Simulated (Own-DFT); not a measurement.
# Computed records: AlGa$_{3}$N$_{4}$ (wurtzite random alloy, atoms displaced)

A calculation, not a measurement: plane-wave density functional theory by an unreviewed code, no spin, of a simulated periodic cell, stress positive in tension, run twice, with PBE and with PBEsol, both on files made for PBE, so the change isn't that of files made for PBEsol, forces on such cells passed a denser k mesh, this cell's mesh not checked; the far tail of each file's local potential was reset to the Coulomb form; each entry is a single point on an unrelaxed cell, so the pressure reflects the starting lattice, mostly measured values (interpolated for alloys), from which strain is counted, and rises with the displacements; printed positions are rounded, which can move forces by about a meV/angstrom; the program, named Own-DFT, is a retired in-house code; no spin-orbit coupling; stress was not checked against mesh or cutoff. Program: Own-DFT development build.

Settings shared by all entries: functional PBE, then PBEsol; potential files PseudoDojo norm-conserving, scalar-relativistic, standard set; wave cutoff 42 hartree; occupations Fermi-Dirac; smearing width 0.1 eV; k mesh 4 x 4 x 3 centred on Gamma.

(1) 
```xyz
72
Lattice="9.5092 0.0000 0.0000 -4.7546 8.2353 0.0000 0.0000 0.0000 10.2685" Properties=species:S:1:pos:R:3:PBE_force_x:R:1:PBE_force_y:R:1:PBE_force_z:R:1:PBEsol_force_x:R:1:PBEsol_force_y:R:1:PBEsol_force_z:R:1 formula=AlGa3N4 PBE_pressure=10.56 PBE_stress_xx=-11.87 PBE_stress_yy=-9.31 PBE_stress_zz=-10.5 PBE_stress_yz=-0.02 PBE_stress_xz=1.56 PBE_stress_xy=-0.46 PBEsol_pressure=5.65 PBEsol_stress_xx=-6.89 PBEsol_stress_yy=-4.41 PBEsol_stress_zz=-5.66 PBEsol_stress_yz=-0.05 PBEsol_stress_xz=1.5 PBEsol_stress_xy=-0.47 rms_change_of_force_components_from_PBE_to_PBEsol=0.081
Ga     0.0731     1.8240     0.1234     -2.608      0.799     -1.872     -2.507      0.781     -1.831
Ga     1.5302     0.8151     2.3511      2.248      2.072      3.117      2.175      2.024      3.045
N      0.0202     1.8903     2.0320      0.946      1.362      -0.98      0.921      1.129     -1.039
N      1.6051     0.9763     4.5229        1.5      0.166     -0.556       1.34      0.104     -0.556
Ga     0.1061     1.9320     5.1469     -1.851     -1.558      0.495     -1.833     -1.518      0.472
Al     1.7096     1.0116     7.6741     -4.888     -2.931      1.434     -4.934     -2.938      1.448
N     -0.1597     1.8993     7.2267      2.585     -4.506     -2.392      2.457     -4.347     -2.369
N      1.5285     0.9875     9.6824      2.402     -1.363     -1.368      2.342      -1.33     -1.196
Al    -1.6071     4.5630     0.0846      0.653     -0.264     -1.728      0.642     -0.266     -1.727
Al    -0.0504     3.6645     2.6165      1.097      1.122      0.946       1.08      1.111      0.965
N     -1.6059     4.5940     1.9834       0.53     -1.094     -0.992      0.391     -1.187     -0.918
N     -0.1383     3.7329     4.6696      3.098      -1.46     -3.151      3.033     -1.447     -2.986
Ga    -1.6262     4.5929     5.1038     -1.306      1.041      2.034     -1.275       1.01      1.998
Ga    -0.0165     3.5624     7.6516      0.296      4.885       1.31      0.287      4.737      1.278
N     -1.7090     4.6590     7.0934      1.335     -1.985     -0.191       1.29     -2.172     -0.266
N      0.1164     3.6639     9.6570     -2.679      0.103      0.534     -2.518      0.053      0.494
Ga    -3.1744     7.2925    10.2319     -1.008      0.224     -0.803     -0.986       0.22     -0.769
Al    -1.5304     6.2971     2.6284     -0.158      2.192     -0.097     -0.179      2.203     -0.126
N     -3.1668     7.2836     1.8986       3.11     -0.674     -0.851       2.92      -0.59     -0.869
N     -1.6554     6.3236     4.4540      0.282      1.998      0.164      0.256      1.933      0.359
Ga    -3.2333     7.3379     5.1237      1.896      0.836     -0.913      1.831       0.81      -0.87
Al    -1.6586     6.3155     7.7408      0.595      2.104     -2.329      0.605      2.145     -2.353
N     -3.0461     7.3745     6.9453     -0.756      0.525      3.669     -0.856      0.468      3.471
N     -1.6589     6.3753     9.5075      0.834     -0.646      3.133      0.793     -0.498      3.261
Ga     3.2424     1.8002     0.0475     -1.114       1.09     -0.513     -1.073      1.043     -0.474
Ga     4.7695     0.9555     2.5903     -1.306     -2.222      1.821     -1.267     -2.159      1.753
N      3.2500     1.8330     1.9441     -2.456     -0.381     -0.242     -2.392     -0.371     -0.266
N      4.7140     0.8787     4.5968      1.075      1.152     -0.674      1.231      1.015     -0.727
Al     3.2920     1.7683     5.1891      -3.18      1.602     -1.238     -3.176      1.638      -1.21
Ga     4.7820     1.0210     7.5945     -1.199     -3.108      2.317     -1.161     -3.046      2.254
N      3.1184     1.7682     7.1114      2.876      3.049     -1.303       3.07      2.978     -1.275
N      4.7652     0.9190     9.7146     -0.382      0.494     -2.404     -0.384       0.49     -2.326
Ga     1.5862     4.6374     0.0009      0.351     -0.062      0.612      0.336     -0.064      0.594
Ga     3.1771     3.6892     2.4821     -3.111      -1.24      1.588     -3.017     -1.194       1.58
N      1.5485     4.6148     2.0493     -1.165     -2.546      -1.76     -1.005     -2.401     -1.779
N      3.1189     3.7687     4.3936      3.462     -3.436      0.842      3.369     -3.262      0.803
Ga     1.6867     4.4680     5.1093     -3.368      2.893      0.797     -3.293      2.846      0.788
Al     3.2423     3.5679     7.8653     -0.788      1.517     -5.787     -0.757      1.483     -5.835
N      1.6510     4.4998     7.0187     -0.118     -0.086      2.196     -0.209     -0.153      2.049
N      3.2491     3.8031     9.5349     -1.507     -1.741      3.719     -1.453     -1.655      3.956
Ga    -0.0966     7.4189     0.0635      0.656     -1.952     -0.179      0.669     -1.887     -0.172
Ga     1.5331     6.4057     2.4544      2.049      0.589      2.837      2.018      0.559      2.781
N      0.0041     7.3004     2.0322     -2.652      0.543     -1.199     -2.454      0.599     -1.237
N      1.5235     6.3681     4.4875      0.354      0.276      0.119      0.357      0.264      0.127
Ga    -0.0046     7.3552     5.2967       0.27     -1.944     -4.639      0.291     -1.882     -4.522
Al     1.4386     6.3767     7.6399      3.028     -1.964      1.167      3.024     -1.987        1.2
N      0.0839     7.3041     7.0442     -2.922      0.582      3.703     -2.969      0.749      3.461
N      1.5835     6.4788     9.7259     -3.631     -1.594     -2.739     -3.784     -1.697     -2.661
Ga     6.3244     1.8878    10.2281       0.62     -3.674      1.408      0.574     -3.592       1.38
Ga     8.0665     1.0163     2.5925     -3.841     -3.077     -0.024     -3.723     -3.002      0.015
N      6.1498     1.7979     1.8755       4.61        1.1      0.223        4.5      1.102      0.224
N      7.9447     0.8800     4.4546     -0.332      1.296      1.618      -0.31      1.278       1.56
Ga     6.3098     1.9801     5.1699      1.186      -3.23     -0.754      1.165     -3.165     -0.731
Ga     7.9469     0.7672     7.7173     -0.435     -0.999       0.48     -0.438     -0.919      0.469
N      6.3560     1.6911     7.0804      1.365      1.739     -0.536      1.306      1.727     -0.526
N      7.8367     0.8108     9.6874      1.215      0.207      0.264       1.17      0.345      0.194
Ga     4.7557     4.5213     0.0124      1.081      1.245      1.277      1.035      1.192      1.226
Ga     6.3568     3.5694     2.6165     -0.815      0.032     -0.883     -0.835      0.035     -0.852
N      4.7081     4.3826     2.0734      4.059      3.641     -2.706      3.972      3.553     -2.663
N      6.3319     3.6886     4.4882     -0.688      0.379      0.366     -0.669      0.353      0.361
Ga     4.7335     4.5903     5.1705     -0.443      0.892     -2.717     -0.414      0.867     -2.641
Ga     6.3844     3.5230     7.7036     -0.032      1.399     -0.047     -0.028      1.382     -0.059
N      4.8567     4.5468     6.9645     -1.222      -1.38       3.36      -1.12     -1.298      3.235
N      6.3184     3.5463     9.6638      1.326      4.071     -0.717      1.184      3.896     -0.742
Al     3.0130     7.2127     0.0017      4.265      2.357      1.046      4.297      2.358      1.054
Ga     4.9123     6.4300     2.5251      -3.84     -2.367      1.196     -3.785      -2.28      1.179
N      3.2321     7.1053     1.8695     -0.004      2.072     -0.239      0.006      1.999     -0.084
N      4.7423     6.6175     4.4758      1.735     -3.813     -1.547      1.702     -3.725     -1.499
Ga     3.2328     7.2216     5.1302     -4.066      1.684      -0.65     -3.953      1.645     -0.636
Ga     4.7742     6.3645     7.7078      0.235      0.183     -0.828      0.217      0.156     -0.818
N      3.0928     7.0793     6.9972      0.501      1.599      1.903      0.644      1.639      1.798
N      4.6954     6.3858     9.6104      0.143      0.184      0.851      0.257      0.115      0.779
```

Units: PBE_pressure, PBE_stress_xx, PBE_stress_yy, PBE_stress_zz, PBE_stress_yz, PBE_stress_xz, PBE_stress_xy, PBEsol_pressure, PBEsol_stress_xx, PBEsol_stress_yy, PBEsol_stress_zz, PBEsol_stress_yz, PBEsol_stress_xz, PBEsol_stress_xy in GPa; rms_change_of_force_components_from_PBE_to_PBEsol, PBE_force_x, PBE_force_y, PBE_force_z, PBEsol_force_x, PBEsol_force_y, PBEsol_force_z in eV/Å.

(2) 
```xyz
72
Lattice="9.5092 0.0000 0.0000 -4.7546 8.2353 0.0000 0.0000 0.0000 10.2685" Properties=species:S:1:pos:R:3:PBE_force_x:R:1:PBE_force_y:R:1:PBE_force_z:R:1:PBEsol_force_x:R:1:PBEsol_force_y:R:1:PBEsol_force_z:R:1 formula=AlGa3N4 PBE_pressure=10.79 PBE_stress_xx=-12.48 PBE_stress_yy=-11.32 PBE_stress_zz=-8.58 PBE_stress_yz=0.1 PBE_stress_xz=0.55 PBE_stress_xy=0.75 PBEsol_pressure=5.86 PBEsol_stress_xx=-7.47 PBEsol_stress_yy=-6.38 PBEsol_stress_zz=-3.73 PBEsol_stress_yz=0.09 PBEsol_stress_xz=0.51 PBEsol_stress_xy=0.78 rms_change_of_force_components_from_PBE_to_PBEsol=0.083
Ga     0.0296     1.7083    10.1647     -3.463      4.469      2.552     -3.406      4.364      2.491
Ga     1.6089     0.9173     2.4144     -0.989     -0.063      1.715     -0.936     -0.095      1.691
N     -0.1770     1.8740     1.8989      4.277     -0.435      -1.63      4.197     -0.426     -1.587
N      1.6727     0.8815     4.5175      -1.29      2.069     -1.327      -1.24      2.001     -1.286
Ga    -0.1083     1.8120     5.0914      2.563      0.807      0.389      2.506      0.766      0.369
Ga     1.6325     0.8483     7.7434      0.546      2.802     -1.476      0.526      2.718     -1.424
N     -0.0580     1.8037     7.1078      3.403      2.891     -2.038      3.298      2.683     -2.024
N      1.4473     0.9871     9.5810      5.637      -2.76      0.695      5.494     -2.717      0.663
Ga    -1.5989     4.4355    10.1904      1.905      2.881      0.737      1.858      2.787      0.776
Ga     0.0690     3.6164     2.4760     -1.847      1.472      0.302      -1.81      1.422      0.294
N     -1.6127     4.5838     1.8063      0.438      0.798      2.772      0.414      0.643      2.655
N      0.0424     3.6700     4.4077      0.144     -0.219       1.18      0.108     -0.227      1.153
Ga    -1.5746     4.5599     5.0905      1.569     -0.166     -0.296      1.522     -0.127     -0.279
Al    -0.0151     3.7264     7.5557      0.564     -1.059      1.793      0.584     -1.078      1.791
N     -1.5094     4.6300     6.9905      -1.76     -1.072      1.682     -1.773     -0.899      1.536
N      0.0191     3.7075     9.6853      2.249     -0.546     -2.394      2.072     -0.583     -2.283
Ga    -3.2471     7.2831    10.2057      0.319     -0.041      0.747      0.325     -0.032      0.746
Al    -1.5565     6.4282     2.4934      0.893     -0.825      0.129      0.916     -0.819      0.154
N     -3.0677     7.3338     1.9100     -1.556     -0.788      0.287     -1.591     -0.616      0.178
N     -1.4995     6.3418     4.5947     -0.671      2.052     -2.265     -0.802      1.896     -2.172
Ga    -3.1244     7.4224     5.1301      0.694     -1.976      0.828      0.655     -1.928      0.807
Ga    -1.5252     6.4533     7.7075     -1.138     -1.925      1.684     -1.115     -1.841      1.637
N     -3.0421     7.3579     7.1650         -2      -0.97     -1.591     -1.957     -0.934     -1.543
N     -1.6170     6.4510     9.6570       0.42     -0.576     -0.222      0.396     -0.557     -0.244
Ga     3.2684     1.8208    10.2518     -0.831     -0.876      -0.06     -0.794     -0.846     -0.067
Ga     4.6709     0.9049     2.5892      6.938     -3.162      2.858      6.798     -3.091       2.76
N      3.3454     1.6993     2.0772      -7.98      5.489     -4.384     -7.836       5.38     -4.308
N      4.7424     0.9026     4.5915      2.733     -1.187     -0.751      2.519     -1.056     -0.836
Ga     3.2498     1.7680     5.0611     -2.407      1.606      2.413     -2.352      1.578      2.345
Ga     4.9035     0.8363     7.6649     -2.852      1.752      1.398     -2.796      1.716      1.386
N      3.2392     1.8968     7.1501     -0.776     -1.339     -0.431     -0.768      -1.31     -0.421
N      4.8543     0.9073     9.6145     -1.667      0.558     -0.497     -1.626      0.545     -0.471
Al     1.7664     4.6049    10.1492      -4.94      0.922      1.548     -4.943      0.951      1.557
Ga     3.0452     3.6363     2.4065      3.537     -0.836      2.498      3.452     -0.816      2.444
N      1.6083     4.5198     1.8626     -1.017      2.179     -1.487     -0.981      2.091     -1.317
N      3.2163     3.5826     4.6093     -0.139       1.81     -1.905     -0.122      1.773     -1.851
Ga     1.7188     4.7373     5.1902     -0.527     -4.701     -1.968      -0.51     -4.588      -1.91
Ga     3.1104     3.6787     7.7473      0.669      0.003     -0.881      0.694     -0.017     -0.882
N      1.5246     4.7136     6.9751      0.122     -1.208       3.59      0.241     -1.273      3.382
N      3.1713     3.6734     9.7399       2.26     -0.728     -0.819      2.294     -0.916     -0.914
Ga     0.0503     7.4099     0.0295     -1.333     -1.568     -1.081     -1.277     -1.508     -1.051
Ga     1.6570     6.4379     2.5879     -0.832     -0.049     -0.189     -0.798      -0.03     -0.196
N      0.0819     7.4422     1.8607     -0.827     -3.221      2.383     -0.721      -3.08      2.284
N      1.6048     6.3592     4.5536     -0.948      4.259     -1.178     -0.825      4.103     -1.176
Al    -0.1396     7.3952     5.2333      1.858     -1.245       -0.2      1.861     -1.238     -0.181
Al     1.6051     6.3840     7.7374     -0.212      1.751     -1.033     -0.193      1.788     -1.061
N     -0.0931     7.3607     7.1683      3.802     -1.204      -2.63      3.618      -1.11     -2.462
N      1.5193     6.4479     9.5583      1.144     -1.521       0.53      1.115     -1.343      0.684
Ga     6.3004     1.8880    10.2089      1.811     -2.393      1.679      1.767      -2.34      1.654
Ga     8.0006     0.9513     2.6031      -3.22     -1.638     -2.517     -3.139     -1.602     -2.457
N      6.2488     1.6897     1.9194      1.457       2.16      0.677      1.416      2.124      0.664
N      7.9701     0.8581     4.3751     -2.377      0.656        3.8     -2.219      0.608      3.679
Al     6.3016     1.8940     5.0775      0.647     -1.452      0.834      0.662     -1.456      0.818
Ga     8.0627     0.9474     7.7179     -3.955     -0.869      0.626     -3.835     -0.869      0.625
N      6.2548     1.8199     7.0814      3.641      2.628      -1.83      3.527      2.438     -1.706
N      7.9646     0.9863     9.5968     -1.988     -1.751      0.604     -1.923     -1.704      0.578
Al     4.8064     4.5428    10.2616     -0.689      0.556      0.398      -0.69      0.516      0.387
Ga     6.2723     3.7031     2.5461      1.096     -1.036     -0.927      1.076     -0.999     -0.924
N      4.7588     4.7093     1.8618     -0.792     -1.892      0.876     -0.761     -2.036      0.928
N      6.3575     3.6990     4.5699      1.248     -2.247     -1.701      1.207      -2.02     -1.712
Ga     4.8510     4.4983     5.0479     -3.015      2.538      1.889     -2.943      2.457      1.855
Al     6.3143     3.7535     7.6625      0.927     -1.419      0.388      0.961     -1.422      0.419
N      4.7573     4.5720     7.1479      0.158      0.924     -0.477     -0.009      0.987     -0.516
N      6.3442     3.6392     9.8669     -2.211      1.362     -4.098     -1.979      1.224     -3.976
Ga     3.0974     7.2531     0.0600     -0.106      1.794     -1.996     -0.091      1.752     -1.935
Al     4.7296     6.3463     2.6283      0.788      2.367     -0.755      0.789      2.382      -0.74
N      3.2189     7.3074     1.8580      0.555     -0.173      3.167      0.411     -0.118      3.034
N      4.8399     6.5817     4.5024     -1.366     -2.531      -0.49     -1.325      -2.45     -0.321
Ga     3.1493     7.3330     5.2159       0.71      0.056     -1.282      0.736      0.057     -1.255
Ga     4.7928     6.5018     7.7042      0.823     -1.871      0.829      0.783     -1.814      0.793
N      3.2854     7.3625     7.0930     -2.704     -0.463      0.372     -2.539     -0.396      0.318
N      4.6022     6.3059     9.7573      1.879       0.39     -2.038      1.828      0.577     -2.045
```

Units: PBE_pressure, PBE_stress_xx, PBE_stress_yy, PBE_stress_zz, PBE_stress_yz, PBE_stress_xz, PBE_stress_xy, PBEsol_pressure, PBEsol_stress_xx, PBEsol_stress_yy, PBEsol_stress_zz, PBEsol_stress_yz, PBEsol_stress_xz, PBEsol_stress_xy in GPa; rms_change_of_force_components_from_PBE_to_PBEsol, PBE_force_x, PBE_force_y, PBE_force_z, PBEsol_force_x, PBEsol_force_y, PBEsol_force_z in eV/Å.
